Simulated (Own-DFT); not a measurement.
GaN (wurtzite, strained, atoms displaced) (calculated)

All values are calculated (Own-DFT development build). A calculation, not a measurement: plane-wave PBE density functional theory by an unreviewed code, no spin, of a simulated periodic cell, stress positive in tension, free energy of the whole cell less one offset for each atom, forces on such cells passed a denser k mesh, this cell's mesh not checked; offsets are fitted by least squares, one for each functional and potential file, so energies compare only between cells with the same atoms and settings and are not formation energies; the far tail of each file's local potential was reset to the Coulomb form; each entry is a single point on an unrelaxed cell, so the pressure reflects the starting lattice, mostly measured values (interpolated for alloys), from which strain is counted, and rises with the displacements; printed positions are rounded, which can move forces by about a meV/angstrom; the program, named Own-DFT, is a retired in-house code; no spin-orbit coupling.

Common to all runs: functional PBE; potential files PseudoDojo norm-conserving, scalar-relativistic, standard set with the stringent files for Ga; wave cutoff 96 hartree; occupations Gaussian; smearing width 0.01 eV; k mesh 3 x 4 x 3 centred on Gamma.

(1) 
```xyz
96
Lattice="12.7560 -0.1276 0.0000 -4.8664 8.3331 0.0000 0.0000 0.0000 10.3700" Properties=species:S:1:pos:R:3:force_x:R:1:force_y:R:1:force_z:R:1 formula=GaN free_energy_of_cell_above_offsets=-4.860 pressure=6.95 stress_xx=-6.81 stress_yy=-6.7 stress_zz=-7.34 stress_yz=0.4 stress_xz=0.24 stress_xy=-3.1
Ga    -0.0828     1.9303    10.3200      1.552     -1.751      0.367
Ga     1.5660     0.8448     2.6234      0.794      1.276       0.01
N     -0.0029     1.7954     1.9425     -0.578     -0.215      0.058
N      1.6810     0.9543     4.6390     -2.102     -1.679     -1.792
Ga     0.0282     1.8531     5.1352     -0.016     -0.952      1.506
Ga     1.6528     0.8252     7.7876     -1.038      0.972     -0.378
N      0.0563     1.8907     7.1155         -1      -1.45      0.242
N      1.5719     0.8890     9.6886     -0.416      0.059      1.401
Ga    -1.7650     4.6698    10.2619        3.3     -0.231      2.026
Ga    -0.0313     3.6234     2.5533     -0.477      0.827      0.754
N     -1.6649     4.6468     1.9812      1.308       0.08       -1.3
N     -0.0603     3.6167     4.6513      0.214      2.389     -2.107
Ga    -1.6803     4.7041     5.1598      1.268     -0.803      0.866
Ga    -0.0632     3.7013     7.7479     -1.281      -0.96       0.23
N     -1.6621     4.6679     7.1703     -0.048     -0.337     -0.484
N     -0.0144     3.6592     9.6944     -1.416      1.159      0.308
Ga    -3.3131     7.4066     0.0538      0.852        0.4     -0.734
Ga    -1.7063     6.5140     2.5603      0.946     -1.169      0.875
N     -3.2841     7.3661     2.0494     -1.016       0.23     -1.312
N     -1.6576     6.4779     4.5316       0.74      0.767      0.099
Ga    -3.2740     7.3454     5.1278      1.157      1.133      1.203
Ga    -1.6207     6.4964     7.8165     -1.248     -0.249     -0.724
N     -3.2617     7.3736     7.1303     -0.101     -0.791     -0.276
N     -1.6114     6.4235     9.7112     -1.305      1.332      0.682
Ga     3.1942     1.7844     0.0457     -0.868      0.538      -2.55
Ga     4.7729     0.8801     2.5594      0.046     -0.445      0.235
N      3.2198     1.7705     1.8524     -0.982      0.764      3.155
N      4.7660     0.8935     4.5510      0.182      -0.43     -0.485
Ga     3.2079     1.7811     5.1903      0.691      0.603      1.466
Ga     4.7713     0.9202     7.7437     -0.271     -0.119      1.295
N      3.1997     1.8227     7.2224      -0.21     -0.684      -1.78
N      4.6944     0.8619     9.7232      1.544     -0.453     -0.112
Ga     1.5667     4.5399    10.3321      0.306      0.495       -0.8
Ga     3.1256     3.7286     2.6564      0.238     -1.421     -1.354
N      1.5480     4.6054     1.8800      0.093     -0.958       1.18
N      3.1643     3.5762     4.5549     -0.353      1.616     -0.048
Ga     1.5744     4.6586     5.1460     -0.684     -1.758      1.425
Ga     3.0924     3.6402     7.7237      0.413      0.567     -0.097
N      1.4477     4.4973     7.1922      2.271      2.787     -1.726
N      3.1499     3.6361     9.6003     -0.118      0.025      2.507
Ga    -0.0615     7.3077     0.0061     -0.442      1.221      0.817
Ga     1.5332     6.3538     2.6228     -0.591      1.473     -0.443
N     -0.0989     7.3418     2.0119      0.764      0.166     -0.661
N      1.5491     6.4689     4.5804      -0.54     -0.349     -0.319
Ga    -0.0234     7.4314     5.2471     -1.149     -0.806     -0.865
Ga     1.4411     6.4891     7.7626      0.994     -1.838      0.987
N     -0.0778     7.4004     7.1827      -0.27      0.457     -0.862
N      1.4507     6.4285     9.7516       1.39     -0.577     -0.535
Ga     6.3920     1.7049     0.0225     -1.921      1.473     -0.013
Ga     7.9907     0.8393     2.6124     -0.469     -0.241       -0.6
N      6.3760     1.7612     1.9485      0.263      0.175      0.452
N      7.9248     0.8415     4.5370      1.276      0.094      0.422
Ga     6.3689     1.7096     5.1598      -0.38      1.581     -0.778
Ga     7.8933     0.9865     7.6899      0.615     -2.436      1.401
N      6.3266     1.7644     7.0340      0.294      0.619      1.122
N      7.8433     0.8250     9.7268      2.724      0.533     -1.103
Ga     4.7111     4.5115     0.0363     -0.118      0.782     -1.876
Ga     6.3242     3.6025     2.6241      0.459     -0.391     -0.511
N      4.7653     4.5383     1.9197      -0.31      0.027        1.1
N      6.3270     3.6146     4.5514      0.067     -0.326      0.023
Ga     4.7377     4.5833     5.1502      0.286     -0.862      1.546
Ga     6.4570     3.5617     7.8403     -3.364          0     -0.823
N      4.7308     4.4919     7.1665      0.719      0.963     -0.905
N      6.3083     3.6783     9.6967      0.772     -1.198      1.436
Ga     3.1111     7.3426    10.3181      0.017     -0.837      0.633
Ga     4.8001     6.3451     2.6318     -1.831      0.511     -1.022
N      3.0865     7.3151     2.0226      1.063     -0.107     -0.848
N      4.7707     6.3858     4.5212     -0.763       0.57      0.828
Ga     3.0777     7.3671     5.2380      1.261     -0.305      -0.12
Ga     4.7518     6.4340     7.7480     -1.506     -1.524      0.306
N      3.0475     7.3179     7.1919      0.981      0.978     -0.703
N      4.7455     6.4292     9.6731     -0.355     -0.081      1.234
Ga     9.6553     1.7537     0.0448     -1.654      0.042     -1.232
Ga    11.1031     0.7673     2.6863      0.425      0.841      -1.49
N      9.5742     1.7789     1.9218      0.228     -0.594      0.884
N     11.1170     0.7927     4.5478      0.513      0.135      0.782
Ga     9.5762     1.7403     5.2741     -0.302      0.701     -2.837
Ga    11.1455     0.8466     7.8129        1.4     -0.282     -2.336
N      9.5763     1.6925     7.0804     -0.358      0.926      2.356
N     11.1668     0.7544     9.6362     -0.533      2.562      1.675
Ga     7.9377     4.5763    10.3375     -0.883     -0.696      0.886
Ga     9.6106     3.6026     2.5930     -1.332     -0.112      0.402
N      7.9508     4.4886     2.0003     -0.238      0.224     -0.985
N      9.5849     3.6294     4.5343     -1.272     -1.302       0.47
Ga     7.9205     4.5099     5.1666      0.305     -0.885      0.347
Ga     9.5292     3.5798     7.7871      0.624      0.123     -0.736
N      7.9159     4.4375     7.2071      1.259      0.857     -1.674
N      9.5374     3.6656     9.6982     -1.709      -2.39     -0.008
Ga     6.3137     7.4252    10.3476     -0.343     -3.086      0.179
Ga     7.8039     6.3398     2.5184      1.025     -0.345      1.112
N      6.2592     7.3286     1.9306      0.695      0.076     -0.136
N      7.9858     6.2910     4.5682     -2.209      1.049     -0.904
Ga     6.3176     7.3239     5.2060      0.625     -0.767       0.31
Ga     7.8614     6.2800     7.7400      0.778      1.201      0.267
N      6.2960     7.3029     7.1771      0.852      0.499     -0.996
N      7.8975     6.3789     9.7010     -0.219       0.31      0.514
```

Units: free_energy_of_cell_above_offsets in eV; pressure, stress_xx, stress_yy, stress_zz, stress_yz, stress_xz, stress_xy in GPa; force_x, force_y, force_z in eV/Å.

(2) 
```xyz
96
Lattice="12.7560 0.0000 -0.1276 -4.7835 8.2853 0.0478 -0.1037 0.0000 10.3700" Properties=species:S:1:pos:R:3:force_x:R:1:force_y:R:1:force_z:R:1 formula=GaN free_energy_of_cell_above_offsets=-4.900 pressure=7.08 stress_xx=-7.34 stress_yy=-7.53 stress_zz=-6.36 stress_yz=-0.92 stress_xz=-2.25 stress_xy=1.05
Ga    -0.1119     1.8214    10.2846      -0.16       0.59      1.528
Ga     1.5279     0.9388     2.6335      0.696      0.182      -1.99
N     -0.0197     1.8483     1.9854      -1.37     -0.271     -0.771
N      1.5803     0.9483     4.4696     -0.612     -0.626      1.807
Ga    -0.0302     1.7807     5.1513     -0.472      1.074      0.163
Ga     1.4442     1.0068     7.7181      2.232     -1.433      0.714
N     -0.0507     1.9004     7.1401      -1.65     -0.722     -0.581
N      1.4983     0.9756     9.7719      0.121     -0.152     -1.114
Ga    -1.6494     4.6138    10.3378     -0.898      0.158      0.889
Ga    -0.1024     3.6667     2.6409      0.751      0.048      0.284
N     -1.5819     4.6574     1.9362     -0.881     -0.885      0.076
N     -0.0944     3.7115     4.6576      0.938     -1.218     -1.468
Ga    -1.6398     4.6307     5.1815      0.568      0.902      0.893
Ga    -0.1506     3.6683     7.8214      1.988      0.912     -0.523
N     -1.6127     4.5745     7.1584     -1.758      1.135      0.082
N     -0.0832     3.7365     9.7664     -0.797     -1.717     -0.707
Ga    -3.3211     7.4465    10.3751      0.666     -1.365      0.406
Ga    -1.6321     6.4581     2.5615      0.831      0.291      0.376
N     -3.2249     7.3770     2.0893      0.066      0.348     -1.701
N     -1.5716     6.4992     4.5449     -1.435     -0.849     -0.414
Ga    -3.2674     7.3007     5.1515      1.427      1.055      0.975
Ga    -1.6924     6.5072     7.8060      0.689     -0.568     -0.341
N     -3.2569     7.3851     7.1470      -0.95     -0.017     -0.006
N     -1.6305     6.4025     9.7498     -1.361      1.255      0.128
Ga     3.1436     1.8853    10.3375     -0.152       0.03     -0.485
Ga     4.8111     0.9111     2.4654     -0.559      0.532      0.685
N      3.1722     1.8724     1.9018      0.102     -0.956      0.709
N      4.7545     0.8850     4.5851     -0.866      1.334     -2.403
Ga     3.1425     1.8539     5.0945      0.403     -0.146      1.454
Ga     4.7106     0.8075     7.6818      0.484      4.004      1.613
N      3.1789     1.7741     7.1517     -1.463      1.722     -1.033
N      4.6588     0.8853     9.6469      0.712      1.311      0.761
Ga     1.5205     4.6068    -0.0040      1.923      0.858      0.689
Ga     3.1192     3.6656     2.5736      1.889     -0.088       0.17
N      1.6123     4.5387     2.0515     -2.284      0.643      -1.77
N      3.1037     3.7300     4.5343      1.906      -1.58     -0.622
Ga     1.5918     4.5123     5.1461     -2.019      2.218      1.202
Ga     3.0790     3.7523     7.7261      0.159     -1.663      0.635
N      1.5283     4.6152     7.1295     -0.864      0.093     -0.052
N      3.0654     3.7452     9.7101      0.029       -0.1     -0.129
Ga    -0.0905     7.4022    10.3423     -0.014     -0.224     -0.056
Ga     1.4973     6.3583     2.5811      1.398      0.555      0.696
N      0.0591     7.3750     1.9098     -1.495     -0.071      0.273
N      1.5899     6.4435     4.5386     -0.852     -0.466      -0.04
Ga    -0.0447     7.3997     5.0940      1.173     -1.434      2.098
Ga     1.5760     6.4594     7.8295      -1.41     -0.165      -2.43
N     -0.0898     7.4531     7.2202      0.413     -5.009     -2.332
N      1.4674     6.5128     9.6453      0.386     -1.332      2.385
Ga     6.4634     1.8517    -0.0225     -0.982     -0.701     -1.908
Ga     7.8945     0.8231     2.5001      -0.06      1.255      1.151
N      6.3824     1.9388     1.8381     -0.118     -2.209      1.288
N      7.9462     0.8996     4.5646     -0.026      0.613     -1.458
Ga     6.2884     1.7996     5.0666      1.481     -0.494      1.542
Ga     7.8896     0.9637     7.6625      0.415     -0.757      0.949
N      6.3333     1.7672     7.0855     -1.285      1.691      -0.61
N      7.8974     0.8803     9.6623       0.29      0.336      -0.22
Ga     4.8034     4.6094    -0.0327     -0.803      0.274      0.124
Ga     6.4053     3.6218     2.5501     -1.067      1.947      0.384
N      4.7481     4.5862     1.9071      0.541      0.239      0.583
N      6.3265     3.5981     4.5319      -0.16      1.356     -0.623
Ga     4.7261     4.5579     5.2164     -0.016      0.975     -2.648
Ga     6.1881     3.6808     7.5940      1.393     -1.063      1.593
N      4.6580     4.6272     7.0380          0      0.537      1.633
N      6.2321     3.6907     9.7516      0.455     -0.437     -1.762
Ga     3.1119     7.2664    10.3086     -0.482      1.334      0.786
Ga     4.8632     6.4377     2.5576     -2.467     -0.736      -0.24
N      3.0560     7.3853     1.9348      1.359     -1.921     -0.908
N      4.6806     6.4916     4.4539      1.467     -1.317      0.763
Ga     3.1669     7.3446     5.1683      -0.94      0.187     -0.022
Ga     4.7001     6.4940     7.7466     -0.145      0.125     -1.386
N      3.0515     7.4060     7.0951      1.441     -0.341      0.341
N      4.7067     6.4772     9.6126      0.476     -0.644      1.546
Ga     9.6069     1.8148    -0.0454     -0.608      -0.17      -1.18
Ga    11.0302     0.9034     2.5013      1.102      0.697     -1.289
N      9.4334     1.8204     1.8525      0.928     -0.052      0.338
N     11.0512     0.9324     4.3556      1.415     -0.342      1.536
Ga     9.5882     1.8205     5.1133     -1.444      1.115     -0.318
Ga    11.0369     0.9354     7.6695      1.269     -1.129     -1.141
N      9.5167     1.8335     7.0502     -0.351      0.094      -0.29
N     11.0553     0.8690     9.5270      0.227       0.48      2.004
Ga     7.9290     4.5520    -0.0775      0.641      0.699     -0.179
Ga     9.4688     3.6667     2.4056      2.108      0.064      1.506
N      7.9718     4.6148     1.9136     -1.123      0.209     -0.751
N      9.6085     3.7337     4.4819     -2.034     -1.085      -1.02
Ga     7.9109     4.5801     5.1040      0.619     -0.104      0.245
Ga     9.5486     3.6160     7.7114     -0.713      1.414     -0.196
N      7.8520     4.6195     7.0855       0.51     -2.271     -0.661
N      9.4803     3.6972     9.6781     -0.067     -0.636     -0.187
Ga     6.4605     7.3316    -0.0552     -1.232      0.347      0.102
Ga     7.9882     6.4289     2.5077     -0.317      0.132      0.668
N      6.3745     7.3531     1.9693      0.566      0.396     -1.629
N      7.9272     6.4505     4.4837     -0.977     -0.613     -0.583
Ga     6.3019     7.3924     5.0887     -0.044     -0.623      0.077
Ga     7.8811     6.3420     7.6677      0.491      2.327       0.01
N      6.3239     7.3275     7.0179     -0.419      0.799      0.463
N      7.8405     6.4212     9.6017      1.055     -0.188       0.85
```

Units: free_energy_of_cell_above_offsets in eV; pressure, stress_xx, stress_yy, stress_zz, stress_yz, stress_xz, stress_xy in GPa; force_x, force_y, force_z in eV/Å.
